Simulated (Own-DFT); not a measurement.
# Computed records: Hf36O71 (tetragonal hafnia with one neutral oxygen vacancy, atoms displaced)

All values are calculated (Own-DFT development build). A calculation, not a measurement: plane-wave PBE and HSE06 DFT by an unreviewed code, no spin, of a simulated cell at Gamma alone, so results move with cell size and shape, stress positive in tension, energies less offsets, not probed for a lower state with spin; hafnium file: forces about 75 meV/angstrom off all-electron values; oxygen file: force components 24 meV/angstrom off all-electron in a glass; k mesh not checked against a denser one; forces and stress are PBE's, HSE06 gives the energy alone, and its difference from PBE has offsets of its own; offsets are fitted by least squares, one for each functional and potential file, so energies compare only between cells with the same atoms and settings and are not formation energies; the far tail of each file's local potential was reset to the Coulomb form; each entry is a single point on an unrelaxed cell, so the pressure reflects the starting lattice, taken from the Materials Project, from which strain is counted, and rises with the displacements; printed positions are rounded, which can move forces by about a meV/angstrom; the program is a retired in-house code; no spin-orbit coupling.

Entry: Hf36O71 (tetragonal hafnia with one neutral oxygen vacancy, atoms displaced)

```xyz
107
Lattice="10.7800 0.0000 0.0000 0.0000 10.7800 0.0000 0.0000 0.0000 10.4493" Properties=species:S:1:pos:R:3 Hf36O71
Hf     0.1720     0.0002    10.4324
Hf     1.7778     1.7571     2.5419
O      0.0132     1.8115     1.7280
O      1.6894    10.6808     3.7143
O      1.7878     0.0817     1.1160
Hf     0.0403     0.1025     5.0857
Hf     1.8380     1.7698     7.8692
O     10.6503     1.8567     6.8245
O      1.8441    10.6507     8.8980
O     10.7138     1.8459     9.4008
O      1.9264    10.6826     6.1868
Hf    10.6344     3.6793     0.0078
Hf     1.8792     5.2991     2.6405
O      0.0531     5.4160     1.6083
O      1.9066     3.6655     3.5327
O      0.0294     5.3505     4.1612
O      1.8473     3.5083     1.0274
Hf     0.1094     3.5338     5.2177
Hf     1.8147     5.3073     7.8634
O     10.6518     5.3859     6.8247
O      1.8639     3.5291     8.9509
O      0.0262     5.4560     9.3752
O      1.8658     3.6454     6.1964
Hf    10.7689     7.2024    10.3312
Hf     1.7650     8.9138     2.5909
O     10.7605     8.9956     1.6044
O      1.7127     7.1391     3.5968
O      0.0528     8.9248     4.2177
O      1.8025     6.9704     1.0004
Hf    10.7675     7.1735     5.2890
Hf     1.7717     9.0775     7.7259
O      0.0012     9.0576     6.7839
O      1.8077     7.2133     8.9769
O      0.0324     9.1062     9.2983
O      1.7760     7.1082     6.2147
Hf     3.5540    10.7134     0.0775
Hf     5.2806     1.6080     2.5284
O      3.5325     1.7998     1.6337
O      5.3651     0.1052     3.6281
O      3.5579     1.8040     4.1560
O      5.4513    10.5614     1.0419
Hf     3.6183     0.0166     5.1501
Hf     5.4900     1.7769     7.8293
O      3.4787     1.8677     6.8585
O      5.3281     0.0529     8.6961
O      3.5799     1.7849     9.3887
O      5.3087     0.0402     6.2484
Hf     3.5025     3.5943    10.4160
Hf     5.4305     5.4499     2.7821
O      3.4490     5.3834     1.5987
O      5.3694     3.6639     3.6416
O      3.7460     5.3637     4.3391
O      5.4567     3.5609     1.0993
Hf     3.6956     3.6506     5.2413
Hf     5.3925     5.4811     7.8932
O      3.6254     5.4731     6.8869
O      5.4796     3.6337     8.7355
O      3.4384     5.4572     9.4152
O      5.4807     3.6414     6.1926
Hf     3.6735     7.2057    10.3559
Hf     5.3266     9.0824     2.6732
O      3.5630     8.9439     1.5180
O      5.3387     7.1797     3.6487
O      3.6798     9.0310     4.0450
O      5.2551     7.2814     1.0616
Hf     3.5418     7.2208     5.2485
Hf     5.4012     8.8257     7.7837
O      3.4703     8.9467     6.8647
O      5.4147     7.1396     8.9019
O      3.7339     8.9162     9.3314
O      5.3319     7.2127     6.2347
Hf     7.1845    10.7371    10.4313
Hf     8.9385     1.6718     2.5951
O      7.2319     1.7082     1.5391
O      8.9143     0.1377     3.6870
O      7.2192     1.7739     4.2585
O      8.8921     0.1064     1.0866
Hf     7.2436    10.7756     5.3224
Hf     9.1749     1.8998     7.8700
O      7.2610     1.7718     6.6328
O      9.0344    10.6948     8.9058
O      7.1872     1.9782     9.5308
O      8.8309     0.0725     6.2020
Hf     7.1505     3.5755    10.3695
Hf     8.8953     5.3578     2.5461
O      7.1335     5.4329     1.5956
O      8.9936     3.4240     3.7596
O      7.0813     5.3049     4.1617
O      8.8051     3.6374     0.8625
Hf     7.2464     3.6421     5.2331
Hf     8.9441     5.4400     7.9637
O      7.3885     5.2019     6.8908
O      9.0580     3.5849     8.7365
O      7.2155     5.4532     9.4493
O      8.9492     3.4910     6.3217
Hf     7.2000     7.1903     0.0464
Hf     8.8679     8.9124     2.5559
O      6.9968     9.0706     1.7418
O      9.0309     7.2064     3.7776
O      6.9896     8.9989     4.2771
O      8.9950     7.2012     1.1040
Hf     7.2563     7.2052     5.3113
Hf     8.9562     8.8788     7.8363
O      7.3586     9.0767     6.6862
O      8.9486     7.1830     8.8419
O      7.0554     8.8986     9.2726
O      8.9743     7.2629     6.1476
```

- first functional: PBE
- second functional: HSE06
- exact exchange share: 0.25
- screening: 0.11 1/bohr
- exchange divergence: Gygi-Baldereschi
- potential files: PseudoDojo norm-conserving, scalar-relativistic, made for PBE, standard set
- wave cutoff: 48 hartree
- occupations: fixed
- k mesh: 1 x 1 x 1 centred on Gamma
- PBE energy of cell above offsets: -86.622 eV
- HSE06 less PBE above offsets: 0.624 eV
- PBE pressure: 5.18 GPa
- PBE stress xx: -5.64 GPa
- PBE stress yy: -4.87 GPa
- PBE stress zz: -5.04 GPa
- PBE stress yz: 0.73 GPa
- PBE stress xz: -0.5 GPa
- PBE stress xy: 0.24 GPa

Force:
```csv
element,x (eV/Å),y (eV/Å),z (eV/Å)
Hf,-3.619,-0.245,-0.648
Hf,0.171,1.217,3.047
O,-1.305,0.288,-1.354
O,0.023,1.098,-1.368
O,0.801,-0.561,-0.582
Hf,-0.507,-1.679,0.988
Hf,0.505,0.099,-0.036
O,6.449,-1.021,-2.783
O,0.101,2.877,1.215
O,0.996,-0.7,1.231
O,-2.561,1.082,1.067
Hf,1.685,0.041,0.606
Hf,-2.451,3.386,-1.265
O,-2.531,-1.435,-0.961
O,-0.579,-3.871,2.258
O,-0.531,-0.339,1.329
O,-2.095,-0.226,-0.577
Hf,-2.455,1.169,-0.8
Hf,-0.418,1.695,-0.178
O,1.383,0.217,0.431
O,-0.788,0.555,-1.337
O,-0.436,-1.452,0.521
O,-0.963,0.377,1.17
Hf,3.495,0.802,1.74
Hf,-0.246,-1.345,0.881
O,-0.494,0.462,-0.94
O,1.402,0.788,0.741
O,-0.698,1.271,-0.078
O,-0.901,2.441,-0.966
Hf,0.772,-0.902,-2.225
Hf,-1.511,-2.531,1.029
O,-0.926,-0.47,-0.157
O,-0.968,0.476,-2.192
O,-0.239,-1.928,1.683
O,0.15,-0.011,0.692
Hf,1.385,-0.448,-1.754
Hf,2.796,5.616,0.276
O,1.271,-1.182,-2.021
O,-0.413,-2.472,0.889
O,0.089,-0.273,0.47
O,-2.316,2.109,-0.939
Hf,0.577,0.712,-0.01
Hf,0.258,0.936,-2.335
O,1.803,0.038,-0.328
O,0.927,-1.646,1.906
O,-0.233,-0.617,1.236
O,0.134,-0.54,-0.246
Hf,1.587,0.575,1.218
Hf,-1.508,-1.934,-2.12
O,4.212,-0.647,-0.568
O,-0.63,-2.192,-0.072
O,-1.067,2.299,-0.618
O,-1.183,-0.087,-1.87
Hf,1.036,-2.102,-0.551
Hf,0.421,-3.305,-1.774
O,-0.236,-0.289,0.008
O,-0.748,0.707,0.856
O,1.224,-1.965,-0.443
O,-1.524,0.094,0.823
Hf,-3.047,-0.229,1.977
Hf,-1.768,-2.139,0.991
O,-1.381,1.314,-0.226
O,0.078,1.378,0.647
O,-1.105,-0.432,1.821
O,3.097,-0.632,-0.419
Hf,-0.109,-0.176,-1.192
Hf,-0.796,2.984,-0.112
O,3.328,-1.046,-1.833
O,0.007,0.202,0.284
O,0.251,1.762,0.567
O,1.84,0.286,1.35
Hf,1.241,1.756,-0.506
Hf,-1.648,2.469,0.403
O,-2.118,-0.205,0.266
O,1.606,-4,0.59
O,-0.876,0.485,-1.239
O,1.587,-2.044,-1.176
Hf,-2.785,2.3,-2.085
Hf,-5.963,-2.995,-0.503
O,-1.859,0.157,3.672
O,-1.261,0.508,-0.17
O,-0.232,-6.249,-3.166
O,6.152,-0.32,1.536
Hf,-3.956,3.121,2.297
Hf,1.938,-0.518,1.988
O,0.56,1.224,-0.164
O,0.896,1.796,-1.974
O,1.468,2.836,0.232
O,3.71,0.7,2.094
Hf,0.724,-3.643,-0.089
Hf,1.909,-2.398,-2.002
O,-3.573,2.201,-1.052
O,0.324,2.514,3.073
O,0.213,0.421,0.047
O,1.964,0.228,-1.029
Hf,-1.993,-0.673,0.72
Hf,1.325,0.657,1.739
O,5.101,-1.258,-2.346
O,-1.59,-0.395,-2.176
O,0.802,-1.085,-0.806
O,-0.94,0.568,-0.578
Hf,-1.583,0.431,-2.835
Hf,1.592,3.686,-0.71
O,-2.937,-2.005,1.514
O,0.3,1.096,1.965
O,0.639,0.463,1.486
O,0.292,-0.112,2.907
```
